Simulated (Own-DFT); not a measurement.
Simulation results for Hf19Si40 (HfSi2 crystal with one vacancy, atoms displaced)

Computed with Own-DFT development build. A calculation, not a measurement: plane-wave density functional theory by an unreviewed code, no spin, of a simulated periodic cell, stress positive in tension, run twice, with PBE and with PBEsol, both on files made for PBE, so the change isn't that of files made for PBEsol, hafnium file: forces about 75 meV/angstrom off all-electron values; forces on such cells moved up to 12 meV/angstrom on a denser k mesh; the far tail of each file's local potential was reset to the Coulomb form; each entry is a single point on an unrelaxed cell, so the pressure reflects the starting lattice, taken from the Materials Project, from which strain is counted, and rises with the displacements; printed positions are rounded, which can move forces by about a meV/angstrom; the program, named Own-DFT, is a retired in-house code; no spin-orbit coupling; stress was not checked against mesh or cutoff.

Common to all runs: functional PBE, then PBEsol; potential files PseudoDojo norm-conserving, scalar-relativistic, standard set; wave cutoff 42 hartree; occupations cold (Marzari-Vanderbilt); smearing width 0.2 eV; k mesh 4 x 4 x 4 centred on Gamma.

(1) Hf19Si40 (HfSi2 crystal with one vacancy, atoms displaced)

```cif
# cell vector a (Å): -7.2972 7.0724 -1.7824
# cell vector b (Å): 3.6486 7.0873 5.7379
# cell vector c (Å): 3.6486 3.5213 -8.4115
data_Hf19Si40
_symmetry_space_group_name_H-M 'P 1'
_symmetry_Int_Tables_number 1
_cell_length_a 10.3172
_cell_length_b 9.8217
_cell_length_c 9.8217
_cell_angle_alpha 95.948
_cell_angle_beta 82.474
_cell_angle_gamma 82.474
_cell_volume 970.77
loop_
_atom_site_label
_atom_site_type_symbol
_atom_site_fract_x
_atom_site_fract_y
_atom_site_fract_z
_atom_site_occupancy
Hf1 Hf 0.51936 0.54951 0.75688 1
Hf2 Hf 0.27024 0.25876 0.04343 1
Si1 Si 0.42360 0.30883 0.79146 1
Si2 Si 0.38306 0.50851 0.00148 1
Si3 Si 0.28185 0.60039 0.70186 1
Si4 Si 0.54029 0.19972 0.09787 1
Hf3 Hf 0.72845 0.74319 0.95328 1
Hf4 Hf 0.47940 0.44835 0.24293 1
Si5 Si 0.61606 0.49789 0.00447 1
Si6 Si 0.57623 0.70427 0.20314 1
Si7 Si 0.47061 0.79713 0.91141 1
Si8 Si 0.72177 0.40345 0.29816 1
Hf5 Hf 0.91922 0.94142 0.16202 1
Hf6 Hf 0.66568 0.65837 0.44074 1
Si9 Si 0.82720 0.69772 0.19998 1
Si10 Si 0.77949 0.89968 0.40474 1
Si11 Si 0.67754 0.00354 0.10044 1
Si12 Si 0.91722 0.60535 0.50114 1
Hf7 Hf 0.02603 0.54082 0.75422 1
Hf8 Hf 0.78177 0.25465 0.04917 1
Si13 Si 0.91875 0.30175 0.80881 1
Si14 Si 0.87613 0.50096 0.00985 1
Si15 Si 0.76980 0.59920 0.70975 1
Si16 Si 0.02138 0.20052 0.09773 1
Hf9 Hf 0.22153 0.74322 0.95615 1
Hf10 Hf 0.96886 0.46527 0.25672 1
Si17 Si 0.11559 0.50248 0.01332 1
Si18 Si 0.08315 0.70015 0.19857 1
Si19 Si 0.98116 0.79672 0.89761 1
Si20 Si 0.22470 0.40451 0.29424 1
Hf11 Hf 0.42011 0.94546 0.16179 1
Hf12 Hf 0.17743 0.65022 0.44654 1
Si21 Si 0.32995 0.70454 0.20336 1
Si22 Si 0.27548 0.89676 0.40797 1
Si23 Si 0.17335 0.99294 0.10497 1
Si24 Si 0.42787 0.60040 0.50267 1
Hf13 Hf 0.37799 0.85225 0.64379 1
Si25 Si 0.53629 0.90165 0.40366 1
Si26 Si 0.48131 0.10190 0.59722 1
Si27 Si 0.37677 0.20532 0.30533 1
Si28 Si 0.62256 0.79803 0.69467 1
Hf14 Hf 0.82456 0.33880 0.55830 1
Hf15 Hf 0.57480 0.05148 0.84376 1
Si29 Si 0.71207 0.08704 0.60230 1
Si30 Si 0.67397 0.29936 0.79937 1
Si31 Si 0.57427 0.39958 0.51143 1
Si32 Si 0.82303 0.01137 0.89433 1
Hf16 Hf 0.12894 0.14409 0.35674 1
Hf17 Hf 0.87231 0.86422 0.65158 1
Si33 Si 0.02897 0.89860 0.40105 1
Si34 Si 0.97186 0.09824 0.59763 1
Si35 Si 0.87467 0.19413 0.30291 1
Si36 Si 0.12907 0.80271 0.69383 1
Hf18 Hf 0.32959 0.34780 0.55228 1
Hf19 Hf 0.07850 0.05610 0.84869 1
Si37 Si 0.21703 0.09582 0.59275 1
Si38 Si 0.17235 0.29409 0.79149 1
Si39 Si 0.08161 0.39708 0.50554 1
Si40 Si 0.32537 0.00769 0.88697 1
```

| Item | Value |
| --- | --- |
| PBE pressure | 2.59 GPa |
| PBE stress xx | -2.52 GPa |
| PBE stress yy | -3.07 GPa |
| PBE stress zz | -2.19 GPa |
| PBE stress yz | 0.63 GPa |
| PBE stress xz | -0.21 GPa |
| PBE stress xy | 0.15 GPa |
| PBEsol pressure | -0.55 GPa |
| PBEsol stress xx | 0.28 GPa |
| PBEsol stress yy | 0.17 GPa |
| PBEsol stress zz | 1.2 GPa |
| PBEsol stress yz | 0.66 GPa |
| PBEsol stress xz | -0.22 GPa |
| PBEsol stress xy | 0.15 GPa |
| rms change of force components from PBE to PBEsol | 0.029 eV/Å |

Force:
```csv
force element,PBE force x (eV/Å),PBE force y (eV/Å),PBE force z (eV/Å),PBEsol force x (eV/Å),PBEsol force y (eV/Å),PBEsol force z (eV/Å)
Hf,-0.635,0.806,-0.512,-0.626,0.798,-0.467
Hf,-0.905,0.286,-0.101,-0.893,0.272,-0.143
Si,0.291,-0.325,-1.133,0.296,-0.315,-1.104
Si,0.515,-1.204,-0.352,0.531,-1.218,-0.331
Si,1.068,-0.912,-0.302,1.06,-0.911,-0.367
Si,1.872,-0.91,0.381,1.879,-0.874,0.478
Hf,0.716,0.253,-0.182,0.709,0.256,-0.139
Hf,1.217,0.393,0.225,1.221,0.388,0.219
Si,-0.882,0.758,0.21,-0.892,0.77,0.19
Si,-0.181,-0.237,0.164,-0.181,-0.231,0.158
Si,-0.303,0.205,0.26,-0.303,0.187,0.205
Si,-0.253,0.016,-0.785,-0.25,0.048,-0.694
Hf,-1.1,0.401,0.685,-1.122,0.413,0.711
Hf,-1.051,1.016,-1.052,-1.038,1.001,-1.069
Si,0.39,0.16,0.158,0.391,0.171,0.149
Si,0.232,-0.2,0.467,0.186,-0.204,0.442
Si,0.027,-0.16,-1.387,-0.019,-0.2,-1.442
Si,-0.035,0.593,-0.246,-0.05,0.592,-0.189
Hf,0.443,0.368,-0.087,0.446,0.372,-0.045
Hf,0.566,-0.362,0.54,0.551,-0.369,0.519
Si,-0.437,-0.053,0.377,-0.438,-0.055,0.362
Si,-0.025,-0.299,0.512,-0.013,-0.319,0.506
Si,-1.073,-0.381,-0.141,-1.063,-0.389,-0.214
Si,-0.243,1.034,-0.397,-0.243,1.024,-0.321
Hf,-0.319,0.6,-0.135,-0.316,0.606,-0.102
Hf,-1.259,-0.839,-0.145,-1.258,-0.84,-0.16
Si,-0.906,-0.034,0.549,-0.932,-0.034,0.534
Si,0.624,-0.138,-0.364,0.631,-0.134,-0.356
Si,1.09,-0.207,-0.078,1.092,-0.216,-0.134
Si,0.007,-0.046,0.086,0.013,-0.025,0.149
Hf,-0.347,0.68,0.507,-0.349,0.655,0.538
Hf,0.394,0.059,0.335,0.389,0.054,0.293
Si,-0.052,-0.44,-0.346,-0.05,-0.434,-0.341
Si,-0.387,-0.037,0.429,-0.401,-0.032,0.419
Si,-0.003,0.15,0.246,-0.014,0.135,0.193
Si,-0.136,-0.505,0.885,-0.14,-0.479,0.949
Hf,0.439,0.238,0.269,0.431,0.22,0.224
Si,0.647,-0.078,0.909,0.646,-0.129,0.868
Si,0.323,-0.515,0.498,0.38,-0.537,0.477
Si,-1.386,-0.042,-0.391,-1.355,-0.073,-0.431
Si,0.398,0.671,-0.049,0.413,0.67,0.015
Hf,0.114,0.633,0.391,0.117,0.657,0.422
Hf,0.49,0.11,0.027,0.469,0.103,0.002
Si,-0.427,1.196,1.123,-0.438,1.231,1.044
Si,0.056,-0.043,-0.257,0.048,-0.05,-0.248
Si,-1.428,-0.935,0.012,-1.397,-0.912,-0.053
Si,-0.528,0.059,-0.418,-0.534,0.072,-0.354
Hf,0.193,-0.365,0.597,0.19,-0.355,0.61
Hf,-1.092,-1.093,-0.342,-1.077,-1.09,-0.365
Si,0.082,-0.102,-0.16,0.083,-0.107,-0.155
Si,0.156,0.284,-0.231,0.18,0.272,-0.222
Si,1.02,-0.446,-0.308,0.994,-0.432,-0.365
Si,0.343,-0.027,0.211,0.334,-0.01,0.271
Hf,0.516,-0.408,-0.355,0.546,-0.387,-0.312
Hf,0.145,-0.838,0.479,0.144,-0.838,0.44
Si,0.037,0.858,-0.612,0.025,0.864,-0.605
Si,0.057,0.66,-0.296,0.068,0.664,-0.297
Si,0.596,-0.69,0.233,0.595,-0.684,0.178
Si,0.331,0.384,-0.602,0.336,0.385,-0.541
```

(2) Hf19Si40 (HfSi2 crystal with one vacancy, atoms displaced)

```cif
# cell vector a (Å): -7.2972 7.0724 -1.7824
# cell vector b (Å): 3.6486 7.0873 5.7379
# cell vector c (Å): 3.6486 3.5213 -8.4115
data_Hf19Si40
_symmetry_space_group_name_H-M 'P 1'
_symmetry_Int_Tables_number 1
_cell_length_a 10.3172
_cell_length_b 9.8217
_cell_length_c 9.8217
_cell_angle_alpha 95.948
_cell_angle_beta 82.474
_cell_angle_gamma 82.474
_cell_volume 970.77
loop_
_atom_site_label
_atom_site_type_symbol
_atom_site_fract_x
_atom_site_fract_y
_atom_site_fract_z
_atom_site_occupancy
Hf1 Hf 0.52303 0.54601 0.75844 1
Si1 Si 0.42501 0.29845 0.80407 1
Si2 Si 0.37476 0.49874 0.99635 1
Si3 Si 0.26897 0.59759 0.70585 1
Si4 Si 0.52179 0.20201 0.10150 1
Hf2 Hf 0.72906 0.74446 0.94932 1
Hf3 Hf 0.47014 0.45947 0.24471 1
Si5 Si 0.62594 0.50144 0.00078 1
Si6 Si 0.57610 0.70304 0.20036 1
Si7 Si 0.47146 0.79694 0.90301 1
Si8 Si 0.72734 0.39904 0.29857 1
Hf4 Hf 0.92553 0.94619 0.16363 1
Hf5 Hf 0.67615 0.66035 0.44360 1
Si9 Si 0.82273 0.69957 0.19985 1
Si10 Si 0.77683 0.90402 0.39574 1
Si11 Si 0.67450 0.00093 0.09720 1
Si12 Si 0.92259 0.59949 0.49571 1
Hf6 Hf 0.02665 0.54709 0.75916 1
Hf7 Hf 0.77823 0.25655 0.04159 1
Si13 Si 0.92502 0.29972 0.80311 1
Si14 Si 0.87238 0.49880 0.00581 1
Si15 Si 0.77285 0.59650 0.70143 1
Si16 Si 0.02513 0.20033 0.10142 1
Hf8 Hf 0.22492 0.74720 0.95493 1
Hf9 Hf 0.97360 0.45616 0.24624 1
Si17 Si 0.12719 0.50384 0.00216 1
Si18 Si 0.07291 0.69776 0.20350 1
Si19 Si 0.97793 0.79305 0.90567 1
Si20 Si 0.22563 0.40322 0.29964 1
Hf10 Hf 0.42259 0.93768 0.15921 1
Hf11 Hf 0.17559 0.65688 0.44348 1
Si21 Si 0.33010 0.70018 0.20028 1
Si22 Si 0.27411 0.90653 0.40520 1
Si23 Si 0.17888 0.00072 0.10621 1
Si24 Si 0.42375 0.60431 0.49579 1
Hf12 Hf 0.62593 0.14577 0.35642 1
Hf13 Hf 0.38002 0.85857 0.64434 1
Si25 Si 0.52859 0.90441 0.40287 1
Si26 Si 0.47217 0.10071 0.60246 1
Si27 Si 0.36979 0.18865 0.30235 1
Si28 Si 0.62224 0.80056 0.70158 1
Hf14 Hf 0.81959 0.34423 0.55966 1
Hf15 Hf 0.57668 0.05506 0.84577 1
Si29 Si 0.72368 0.10145 0.60352 1
Si30 Si 0.67422 0.30049 0.79411 1
Si31 Si 0.57318 0.39749 0.50495 1
Si32 Si 0.82642 0.00702 0.89320 1
Hf16 Hf 0.12786 0.14235 0.35691 1
Hf17 Hf 0.87379 0.86188 0.64876 1
Si33 Si 0.01839 0.90644 0.39910 1
Si34 Si 0.97771 0.09909 0.60102 1
Si35 Si 0.87517 0.19606 0.30342 1
Si36 Si 0.12390 0.79926 0.69595 1
Hf18 Hf 0.32413 0.34335 0.55254 1
Hf19 Hf 0.07145 0.05772 0.84316 1
Si37 Si 0.22131 0.10240 0.60576 1
Si38 Si 0.17949 0.29999 0.79875 1
Si39 Si 0.07823 0.39282 0.50431 1
Si40 Si 0.32628 0.00435 0.89206 1
```

| Property | Result |
| --- | --- |
| PBE pressure | 2.26 GPa |
| PBE stress xx | -1.81 GPa |
| PBE stress yy | -2.69 GPa |
| PBE stress zz | -2.27 GPa |
| PBE stress yz | 0.04 GPa |
| PBE stress xz | 0.02 GPa |
| PBE stress xy | 0.05 GPa |
| PBEsol pressure | -0.89 GPa |
| PBEsol stress xx | 0.98 GPa |
| PBEsol stress yy | 0.56 GPa |
| PBEsol stress zz | 1.13 GPa |
| PBEsol stress yz | 0.08 GPa |
| PBEsol stress xz | 0.01 GPa |
| PBEsol stress xy | 0.05 GPa |
| rms change of force components from PBE to PBEsol | 0.029 eV/Å |

Force:
```csv
force element,PBE force x (eV/Å),PBE force y (eV/Å),PBE force z (eV/Å),PBEsol force x (eV/Å),PBEsol force y (eV/Å),PBEsol force z (eV/Å)
Hf,-0.287,-0.367,0.323,-0.291,-0.352,0.35
Si,0.403,-0.146,-0.172,0.363,-0.138,-0.15
Si,0.268,-0.221,-0.564,0.265,-0.168,-0.533
Si,-1.08,0.312,-0.112,-1.077,0.291,-0.174
Si,0.493,-0.534,0.811,0.47,-0.481,0.854
Hf,0.751,0.058,-0.467,0.745,0.062,-0.425
Hf,-0.844,0.196,-0.529,-0.831,0.204,-0.566
Si,0.037,-0.041,0.115,0.038,-0.051,0.116
Si,-0.078,-0.225,-0.043,-0.065,-0.22,-0.037
Si,-0.09,0.309,-0.288,-0.083,0.288,-0.353
Si,0.639,-0.048,0.418,0.636,-0.028,0.475
Hf,-0.654,-0.817,1.104,-0.64,-0.791,1.114
Hf,0.039,-0.555,-0.373,0.036,-0.558,-0.405
Si,-0.166,0.311,0.15,-0.164,0.314,0.142
Si,0.347,-0.167,-0.617,0.346,-0.164,-0.597
Si,-0.08,0.106,-0.554,-0.084,0.083,-0.609
Si,0.008,0.686,-0.117,0.001,0.685,-0.051
Hf,0.18,-0.994,0.062,0.181,-0.963,0.097
Hf,0.553,-0.367,-0.611,0.543,-0.368,-0.642
Si,-0.027,0.136,0.459,-0.028,0.13,0.444
Si,-0.289,0.158,0.518,-0.297,0.158,0.505
Si,-0.263,0.2,-0.249,-0.257,0.18,-0.311
Si,-0.712,0.909,0.429,-0.679,0.882,0.492
Hf,0.18,-0.169,-0.391,0.171,-0.167,-0.354
Hf,-0.226,-0.017,-0.177,-0.188,-0.025,-0.206
Si,-0.295,-0.296,-0.449,-0.261,-0.297,-0.412
Si,-0.064,0.274,0.3,-0.061,0.281,0.29
Si,0.688,0.31,0.109,0.685,0.289,0.056
Si,-0.583,-0.984,0.618,-0.561,-0.923,0.657
Hf,-0.457,0.947,0.937,-0.457,0.943,0.938
Hf,0.342,-0.125,-0.208,0.333,-0.135,-0.252
Si,0.448,-0.347,0.098,0.449,-0.342,0.097
Si,-0.349,-0.422,-0.208,-0.351,-0.421,-0.193
Si,-0.123,-0.365,0.559,-0.13,-0.392,0.457
Si,0.079,0.277,-0.088,0.084,0.285,-0.026
Hf,0.244,-0.176,0.084,0.238,-0.164,0.112
Hf,0.322,-1.083,-0.19,0.32,-1.074,-0.223
Si,0.124,-0.245,0.1,0.122,-0.25,0.098
Si,-0.243,0.27,0.119,-0.239,0.263,0.118
Si,-0.265,0.881,0.389,-0.252,0.85,0.288
Si,-0.446,0.391,0.368,-0.44,0.405,0.429
Hf,-0.856,0.395,0.481,-0.842,0.396,0.515
Hf,0.163,-0.16,0.053,0.126,-0.168,0.021
Si,-0.08,-0.173,0.269,-0.089,-0.173,0.263
Si,0.251,0.235,-0.576,0.251,0.243,-0.563
Si,0.075,-0.053,0.038,0.072,-0.066,-0.024
Si,0.099,0.011,-0.395,0.086,0.023,-0.326
Hf,0.858,-0.291,0.397,0.858,-0.288,0.398
Hf,-0.606,-0.93,0.036,-0.596,-0.921,-0.002
Si,-0.532,0.166,-0.76,-0.539,0.17,-0.74
Si,0.268,0.002,0.283,0.272,-0.001,0.279
Si,0.131,0.196,-0.255,0.125,0.176,-0.324
Si,0.315,0.61,0.368,0.322,0.616,0.43
Hf,-0.05,0.588,-0.495,-0.045,0.587,-0.459
Hf,-0.489,0.319,-0.73,-0.484,0.29,-0.744
Si,-0.354,0.058,0.262,-0.357,0.057,0.257
Si,0.386,0.174,-0.546,0.395,0.153,-0.497
Si,0.804,-0.082,0.092,0.795,-0.097,0.028
Si,1.095,0.916,-0.189,1.061,0.886,-0.124
```

(3) Hf19Si40 (HfSi2 crystal with one vacancy, atoms displaced)

```cif
# cell vector a (Å): -7.2972 7.0724 -1.7824
# cell vector b (Å): 3.6486 7.0873 5.7379
# cell vector c (Å): 3.6486 3.5213 -8.4115
data_Hf19Si40
_symmetry_space_group_name_H-M 'P 1'
_symmetry_Int_Tables_number 1
_cell_length_a 10.3172
_cell_length_b 9.8217
_cell_length_c 9.8217
_cell_angle_alpha 95.948
_cell_angle_beta 82.474
_cell_angle_gamma 82.474
_cell_volume 970.77
loop_
_atom_site_label
_atom_site_type_symbol
_atom_site_fract_x
_atom_site_fract_y
_atom_site_fract_z
_atom_site_occupancy
Hf1 Hf 0.52557 0.55183 0.75714 1
Hf2 Hf 0.26707 0.25777 0.04480 1
Si1 Si 0.42726 0.29633 0.80059 1
Si2 Si 0.37173 0.50348 0.00531 1
Si3 Si 0.27567 0.60374 0.70260 1
Si4 Si 0.52769 0.19832 0.09832 1
Hf3 Hf 0.72315 0.74423 0.96146 1
Hf4 Hf 0.47222 0.45790 0.24560 1
Si5 Si 0.62973 0.49854 0.99878 1
Si6 Si 0.57827 0.70062 0.20225 1
Si7 Si 0.47524 0.79830 0.89947 1
Si8 Si 0.72676 0.40396 0.29205 1
Hf5 Hf 0.92326 0.94364 0.16039 1
Hf6 Hf 0.67795 0.65420 0.44258 1
Si9 Si 0.82316 0.70303 0.20054 1
Si10 Si 0.77371 0.89712 0.39717 1
Si11 Si 0.67380 0.99579 0.10457 1
Si12 Si 0.92690 0.59946 0.49162 1
Hf7 Hf 0.02773 0.54522 0.75552 1
Hf8 Hf 0.77503 0.25059 0.04100 1
Si13 Si 0.92698 0.29263 0.80426 1
Si14 Si 0.87216 0.49998 0.99761 1
Si15 Si 0.77656 0.59441 0.70808 1
Si16 Si 0.02601 0.19937 0.09991 1
Hf9 Hf 0.22203 0.74418 0.95249 1
Hf10 Hf 0.97269 0.45428 0.24460 1
Si17 Si 0.11939 0.49933 0.99913 1
Si18 Si 0.07984 0.69405 0.20000 1
Si19 Si 0.97053 0.80102 0.90448 1
Si20 Si 0.22585 0.40724 0.29447 1
Hf11 Hf 0.42910 0.94530 0.15707 1
Hf12 Hf 0.17508 0.65619 0.44516 1
Si21 Si 0.32558 0.70095 0.19823 1
Si22 Si 0.27632 0.90136 0.39703 1
Si23 Si 0.17972 0.99776 0.10434 1
Si24 Si 0.41989 0.60281 0.49502 1
Hf13 Hf 0.62360 0.14123 0.35734 1
Hf14 Hf 0.37132 0.85883 0.64101 1
Si25 Si 0.52668 0.89548 0.39786 1
Si26 Si 0.47419 0.09707 0.60309 1
Si27 Si 0.37633 0.18623 0.29877 1
Si28 Si 0.62832 0.80689 0.70218 1
Hf15 Hf 0.82322 0.34750 0.56148 1
Hf16 Hf 0.57238 0.05407 0.84575 1
Si29 Si 0.72145 0.10181 0.60400 1
Si30 Si 0.67818 0.30207 0.80238 1
Si31 Si 0.57469 0.40146 0.50452 1
Si32 Si 0.82320 0.00528 0.89834 1
Hf17 Hf 0.11803 0.14652 0.36050 1
Hf18 Hf 0.87983 0.85640 0.63986 1
Si33 Si 0.01986 0.89790 0.40272 1
Si34 Si 0.97528 0.10132 0.59976 1
Si35 Si 0.87417 0.19609 0.30292 1
Si36 Si 0.12514 0.80004 0.69979 1
Hf19 Hf 0.07349 0.05638 0.84400 1
Si37 Si 0.22488 0.09519 0.60254 1
Si38 Si 0.17755 0.30265 0.80332 1
Si39 Si 0.07518 0.39806 0.50357 1
Si40 Si 0.32395 0.00419 0.89641 1
```

| Quantity | Value |
| --- | --- |
| PBE pressure | 2.38 GPa |
| PBE stress xx | -2 GPa |
| PBE stress yy | -2.88 GPa |
| PBE stress zz | -2.27 GPa |
| PBE stress yz | 0.16 GPa |
| PBE stress xz | 0.05 GPa |
| PBE stress xy | -0.06 GPa |
| PBEsol pressure | -0.77 GPa |
| PBEsol stress xx | 0.8 GPa |
| PBEsol stress yy | 0.37 GPa |
| PBEsol stress zz | 1.13 GPa |
| PBEsol stress yz | 0.2 GPa |
| PBEsol stress xz | 0.05 GPa |
| PBEsol stress xy | -0.07 GPa |
| rms change of force components from PBE to PBEsol | 0.028 eV/Å |

Force:
```csv
force element,PBE force x (eV/Å),PBE force y (eV/Å),PBE force z (eV/Å),PBEsol force x (eV/Å),PBEsol force y (eV/Å),PBEsol force z (eV/Å)
Hf,-0.294,-0.673,-0.393,-0.296,-0.633,-0.353
Hf,-0.785,0.552,-0.359,-0.777,0.531,-0.383
Si,0.284,0.063,0.67,0.284,0.086,0.615
Si,-0.41,-0.207,0.165,-0.411,-0.211,0.163
Si,-0.978,-1.172,-0.465,-0.948,-1.14,-0.529
Si,0.759,-0.016,0.532,0.751,0.006,0.594
Hf,-0.364,-0.06,0.686,-0.36,-0.052,0.708
Hf,-0.773,-0.053,-0.29,-0.772,-0.05,-0.289
Si,0.622,-0.381,-0.05,0.632,-0.379,-0.053
Si,0.11,-0.341,-0.075,0.105,-0.347,-0.07
Si,0.579,0.136,-0.381,0.575,0.117,-0.442
Si,0.485,-0.2,-0.249,0.485,-0.183,-0.184
Hf,-0.461,0.133,0.478,-0.448,0.137,0.51
Hf,0.563,0.04,-0.289,0.551,0.028,-0.306
Si,-0.381,-0.083,-0.32,-0.387,-0.081,-0.316
Si,0.265,0.286,-0.279,0.267,0.291,-0.275
Si,-0.381,0.221,-0.236,-0.382,0.199,-0.304
Si,0.717,0.289,-0.214,0.719,0.302,-0.15
Hf,0.387,-0.215,0.052,0.42,-0.198,0.085
Hf,0.442,0.74,-0.419,0.436,0.722,-0.444
Si,0.161,0.307,0.732,0.155,0.303,0.711
Si,-0.217,0.209,-0.358,-0.214,0.214,-0.351
Si,0,0.297,0.346,-0.005,0.277,0.288
Si,0.314,-0.199,0.346,0.312,-0.179,0.405
Hf,0.249,0.655,-0.295,0.244,0.657,-0.254
Hf,-0.453,0,0.279,-0.449,-0.005,0.242
Si,-0.059,0.237,-0.011,-0.063,0.235,-0.014
Si,0.37,-0.027,0.296,0.377,-0.03,0.287
Si,-0.342,-0.099,-0.216,-0.345,-0.116,-0.277
Si,-0.006,-0.397,-0.813,-0.01,-0.385,-0.721
Hf,-0.363,-1.1,0.331,-0.362,-1.071,0.361
Hf,0.185,-0.186,0.073,0.193,-0.186,0.064
Si,0.066,0.055,-0.095,0.063,0.065,-0.103
Si,0.282,-0.168,-0.2,0.283,-0.167,-0.196
Si,0.329,-0.462,-0.268,0.327,-0.466,-0.33
Si,-0.463,0.451,-0.431,-0.459,0.476,-0.331
Hf,0.056,0.484,0.252,0.015,0.479,0.285
Hf,-0.58,0.392,-0.776,-0.568,0.382,-0.8
Si,0.272,0.194,-0.044,0.279,0.196,-0.044
Si,0.317,0.191,0.736,0.282,0.172,0.7
Si,1.769,1.302,-0.132,1.739,1.236,-0.175
Si,-0.57,-0.599,0.502,-0.571,-0.568,0.555
Hf,-0.513,-0.391,0.478,-0.51,-0.376,0.507
Hf,-0.148,0.432,0.027,-0.151,0.415,-0.005
Si,-0.331,0.008,0.075,-0.335,0.004,0.073
Si,0.182,-0.33,-0.005,0.177,-0.326,-0.002
Si,0.313,-1.028,-0.034,0.281,-0.993,-0.092
Si,-0.329,-0.362,0.194,-0.318,-0.336,0.258
Hf,-0.939,0.19,0.193,-0.931,0.174,0.238
Hf,0.63,-0.476,-0.754,0.625,-0.476,-0.78
Si,-0.494,0.368,0.281,-0.491,0.365,0.267
Si,0.137,-0.176,-0.181,0.131,-0.177,-0.173
Si,0.581,0.009,-0.18,0.574,-0.01,-0.244
Si,0.418,0.161,0.488,0.421,0.172,0.551
Hf,-0.155,0.049,-0.453,-0.148,0.043,-0.476
Si,0.242,0.495,0.816,0.243,0.451,0.773
Si,-0.493,-0.216,0.637,-0.461,-0.226,0.605
Si,-0.834,0.676,-0.538,-0.807,0.623,-0.582
Si,0.033,-0.006,0.138,0.03,0.01,0.204
```
